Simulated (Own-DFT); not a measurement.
# How strain changes the stress of wurtzite GaN, 96 atoms (Ga48N48)

Calculated results; nothing here was measured. The program, named Own-DFT, is a retired in-house plane-wave density functional code that no person has reviewed. Each row is one single-point run on a periodic cell that was not relaxed, without spin or spin-orbit coupling.

Settings of every run: PBE; PseudoDojo norm-conserving scalar-relativistic files (stringent for Ga); cutoff 96 hartree; 3 x 4 x 3 k mesh centred on Gamma; Gaussian smearing of 0.01 eV.

Known limits: forces on such cells passed a denser k mesh, each cell not checked; stress not checked against mesh or cutoff.

Unstrained cell vectors in Å: (12.756, 0.000, 0.000); (-4.783, 8.285, 0.000); (0.000, 0.000, 10.370). The unstrained cell has measured lattice constants (interpolated for alloys), not those of this functional. That, the random moves and any unrelaxed bonds set the pressure at no strain. Each run strains this cell uniformly, with the atoms carried along. Every atom was also moved at random, by a Gaussian of width 0.05 Å on each axis. Strain is the symmetric tensor, in per cent. Stress is positive in tension, and the pressure is minus a third of its trace.

```
run,e_xx (%),e_yy (%),e_zz (%),e_yz (%),e_xz (%),e_xy (%),s_xx (GPa),s_yy (GPa),s_zz (GPa),s_yz (GPa),s_xz (GPa),s_xy (GPa),P (GPa),E (meV/atom)
1,-0.56,0.74,1.88,-0.76,0.76,0.11,-8.99,-2.15,0.82,-1.75,1.71,-0.74,3.44,9.5
2,-0.29,0.99,-1.89,1.73,0.12,-1.98,-7.52,-6.39,-14.22,4.47,0.28,-4.71,9.38,30.7
3,1.04,1.62,-1.65,-1.24,1.12,0.33,-1.13,-1.56,-13.78,-2.86,2.41,1.31,5.49,17.3
4,-1.96,-1.90,0.90,0.19,0.92,0.71,-20.02,-17.40,-4.12,0.86,1.61,1.79,13.85,40.8
5,1.95,0.27,-1.00,-0.47,-1.63,1.45,-0.24,-4.19,-9.04,-1.12,-3.47,3.70,4.49,3.4
6,-1.18,-0.59,-1.14,0.27,0.72,1.60,-13.48,-12.82,-14.80,0.35,2.23,5.01,13.70,46.8
7,-1.43,-0.31,0.82,-1.30,-0.14,-0.63,-11.20,-10.08,-5.51,-1.74,0.01,-2.58,8.93,24.7
8,-0.22,1.86,-0.66,1.38,0.81,-0.20,-6.16,-0.75,-8.58,2.81,2.49,-1.51,5.16,11.1
9,-1.75,0.33,0.08,-0.35,0.34,-0.60,-14.44,-6.43,-8.01,-0.60,1.01,-2.33,9.63,17.7
10,1.56,-0.08,-0.55,-1.71,0.14,-1.21,-2.20,-4.48,-8.98,-3.22,-0.30,-2.82,5.22,14.9
11,-1.18,-0.14,-1.35,-0.50,-0.05,1.72,-13.56,-9.56,-15.22,-1.28,0.39,4.12,12.78,36.4
12,-0.61,0.87,-0.62,-1.32,0.06,-0.75,-11.24,-4.06,-9.64,-2.08,-0.45,-2.31,8.31,29.9
13,-0.53,0.55,-1.60,-1.13,0.20,-1.63,-9.50,-6.64,-15.28,-2.98,0.38,-5.00,10.47,25.7
14,0.53,-1.19,-0.45,-1.93,-0.37,1.45,-7.31,-10.51,-10.94,-4.05,-0.21,5.53,9.59,29.8
15,1.94,-0.61,1.35,0.35,-0.24,-0.18,0.89,-6.60,-0.09,0.71,-0.86,-1.09,1.93,0.0
16,-1.76,0.71,1.78,-0.44,1.49,-1.24,?,?,?,?,?,?,?,?
```

E is the free energy for each atom above the lowest run shown.

## Worked fit

Each stress component was fitted by least squares to a constant and the strains of the runs shown, as fractions, with shears doubled. Shear strains stay in the fit of a normal stress only where such slopes are resolved. The slopes, in GPa:

```
stress,at no strain,per e_xx,per e_yy,per e_zz,scatter
s_xx,-7.8,419 ± 26,152 ± 36,39 ± 31,1.24
s_yy,-6.9,131 ± 22,409 ± 31,100 ± 27,1.07
s_zz,-7.3,74 ± 22,69 ± 30,462 ± 26,1.04
```

Each shear stress against twice its own strain: yz 107 ± 6, xz 104 ± 10, xy 135 ± 8 GPa. These are stiffnesses along x, y and z of the frame in which the cell vectors are given, which need not be the crystal's axes. The atoms are held to the strained lattice; where symmetry lets them move under strain, relaxing them would lower some slopes. The table should be nearly symmetric about its diagonal, and what it lacks of that shows the noise. A ninth of its sum, 206 ± 5 GPa, estimates the bulk modulus near the mean pressure of these runs, 8.2 GPa, so it lies above the value at zero pressure.

## Withheld run

Question: what normal stresses and pressure should run 16 give?

The fit gives s_xx = -13.3, s_yy = -4.6, s_zz = 0.1 and P = 6.0 GPa. The calculation gave -12.80, -5.55, 0.20 and P = 6.05 GPa.
